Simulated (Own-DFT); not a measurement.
# Response to strain: wurtzite AlN, 128 atoms (Al64N64)

All numbers below are calculated, not measured. The program, named Own-DFT, is a retired in-house plane-wave density functional code that no person has reviewed. Each row is one single-point run on a periodic cell that was not relaxed, without spin or spin-orbit coupling.

Settings of every run: PBE; PseudoDojo norm-conserving scalar-relativistic files; cutoff 42 hartree; 3 x 3 x 3 k mesh centred on Gamma; Gaussian smearing of 0.01 eV.

Known limits: k mesh not checked against a denser one; stress not checked against mesh or cutoff.

Unstrained cell vectors in Å: (12.448, 0.000, 0.000); (-6.224, 10.780, 0.000); (0.000, 0.000, 9.964). The unstrained cell has measured lattice constants (interpolated for alloys), not those of this functional. That, the random moves and any unrelaxed bonds set the pressure at no strain. Each run strains this cell uniformly, with the atoms carried along. Every atom was also moved at random, by a Gaussian of width 0.05 Å on each axis. Strain is the symmetric tensor, in per cent. Stress is positive in tension, and the pressure is minus a third of its trace.

| run | e_xx (%) | e_yy (%) | e_zz (%) | s_xx (GPa) | s_yy (GPa) | s_zz (GPa) | P (GPa) | E (meV/atom) |
|---|---|---|---|---|---|---|---|---|
| 1 | 0.00 | 0.00 | 2.75 | -3.29 | -3.27 | 5.93 | 0.21 | 8.8 |
| 2 | 0.00 | 0.00 | 2.25 | -3.77 | -4.69 | 4.44 | 1.34 | 13.5 |
| 3 | 0.00 | 0.00 | 2.50 | -2.92 | -3.25 | 4.84 | 0.44 | 0.0 |
| 4 | 0.00 | 0.00 | -1.25 | -6.42 | -6.45 | -12.64 | 8.50 | 30.2 |
| 5 | 0.00 | 0.00 | 1.50 | -5.09 | -3.64 | 0.76 | 2.66 | 10.3 |
| 6 | 0.00 | 0.00 | -0.75 | -5.94 | -6.66 | -9.52 | 7.38 | 24.6 |
| 7 | 0.00 | 0.00 | 3.00 | -3.26 | -4.34 | 6.94 | 0.22 | 16.5 |
| 8 | 0.00 | 0.00 | 0.75 | -6.23 | -6.05 | 0.06 | 4.07 | 15.4 |
| 9 | 0.00 | 0.00 | 1.25 | ? | ? | ? | ? | ? |

E is the free energy for each atom above the lowest run shown.

## Worked fit

The change of volume is close to e_xx + e_yy + e_zz. A straight line through the runs shown gives P = 5.82 - 202 x (fractional change of volume) GPa, with an error of 6 on the slope and a scatter of 0.27 GPa. The strain isn't the same on all axes and the cell isn't cubic, so the slope belongs to this path and is not the bulk modulus.

## Withheld run

Question: what pressure should run 9 give? Its volume changes by 1.25 %.

The line gives 3.3 GPa. The calculation gave 3.25 GPa.
